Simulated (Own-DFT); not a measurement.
# A change of arrangement and its cost: C34N2Si36, 72 atoms

Calculated results; nothing here was measured. The program, named Own-DFT, is a retired in-house plane-wave density functional code that no person has reviewed. Each row is one single-point run on a periodic cell that was not relaxed, without spin or spin-orbit coupling.

Settings of every run: PBE; PseudoDojo norm-conserving scalar-relativistic files; cutoff 42 hartree; 4 x 4 x 3 k mesh centred on Gamma; Fermi-Dirac smearing of 0.1 eV.

Known limits: not probed for a lower state with spin; forces on such cells passed a denser k mesh, each cell not checked; stress not checked against mesh or cutoff.

All cells hold the same atoms in the same cell, with vectors in Å (9.248, 0.000, 0.000); (-4.624, 8.009, 0.000); (0.000, 0.000, 10.068). Every atom was moved at random from its ideal site; u is the rms move along one axis. The defect's site can differ from row to row. E is the free energy of the cell above the lowest run. The arrangements:

- A: 4H SiC, with two N on a C site each, 3.1 Å apart
- B: 2H SiC, with two N on a C site each, 3.1 Å apart

```
arrangement   u (Å)  E (eV)  P (GPa)
          A  0.0291   0.060     2.73
          A  0.0292   0.000     2.66
          A  0.0308   0.446     2.85
          A  0.0492   4.493     4.47
          A  0.0494   4.420     4.32
          A  0.0503   5.023     4.34
          B  0.0275   0.756     2.84
          B  0.0290   1.321     2.96
          B  0.0325   1.329     3.00
          B  0.0505   5.551     4.67
          B  0.0509   4.859     4.28
          B  0.0560   7.170     5.03
```

Question: once the cost of the random moves is taken out, how do the arrangements rank?

## Worked answer

Fit E = a + b u², with one b for all and one a for each arrangement, and with residuals divided by u², since the noise grows with the moves. Then b = 2638 eV/Å², the scatter at u = 0.04 Å is 0.32 eV, and against A:

- B: 0.94 ± 0.13 eV (higher)

These are energies of unrelaxed cells. Relaxing the atoms lowers the strained arrangements most, so the gaps would shrink and small ones could change sign.
